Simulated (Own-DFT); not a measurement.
# How much smaller does PBEsol make it? L1_0 TiAl, 32 atoms (Al16Ti16)

Source: density functional calculations with Own-DFT, an unreviewed in-house program that is no longer used. Nothing was measured or relaxed, and spin and spin-orbit coupling are left out.

Caveats: forces on such cells failed a check on a denser k mesh; stress not checked against mesh or cutoff.

Each geometry was run with PBE and with PBEsol, otherwise alike: PseudoDojo norm-conserving scalar-relativistic files made for PBE; cutoff 42 hartree; 4 x 4 x 4 k mesh centred on Gamma; cold (Marzari-Vanderbilt) smearing of 0.2 eV. Unstrained cell vectors in Å: (5.622, 5.621, 0.000); (-5.622, 5.621, 0.000); (0.000, 0.000, 8.133). Each has a uniform strain, of which the change of volume is shown, and random moves of rms u per axis.

```
run,volume change (%),u (Å),P with PBE (GPa),P with PBEsol (GPa)
1,3.31,0.0532,-1.72,-4.42
2,2.37,0.0440,-1.03,-3.78
3,2.75,0.0529,-1.05,-3.78
4,-3.76,0.0519,6.97,3.95
5,-0.17,0.0467,1.94,-0.91
6,0.80,0.0526,1.12,-1.69
7,1.16,0.0520,0.50,-2.30
8,0.71,0.0500,0.95,-1.86
9,0.90,0.0499,1.06,-1.74
10,-1.02,0.0493,3.13,0.23
11,-1.60,0.0470,3.99,1.08
12,1.33,0.0517,0.22,?
```

Question: by how much does PBEsol shrink this cell, and what belongs in the blank?

## Worked answer

Write v for the change of volume as a fraction. Fitted to v and u², the PBE pressure has a slope of -123 ± 3 GPa in v, with the ions held to the strained lattice. The difference PBEsol less PBE is -2.85 + 4.4 v GPa (slope ± 0.1) and averages -2.83 GPa. Divided by the mean slope of the two, 121 GPa, that makes PBEsol's volume at a given pressure, near 0 GPa, about 2.3 % smaller, or 0.78 % in lengths. At one volume PBEsol's slope is the smaller by 4 GPa, but its pressure there is lower too. If stiffness rises by about 4 GPa for each GPa, PBEsol at equal pressure is stiffer by about 7 GPa. Files made for PBEsol would give a different shift.

For run 12 the line gives -2.57 GPa. The run itself gave -2.57 GPa.
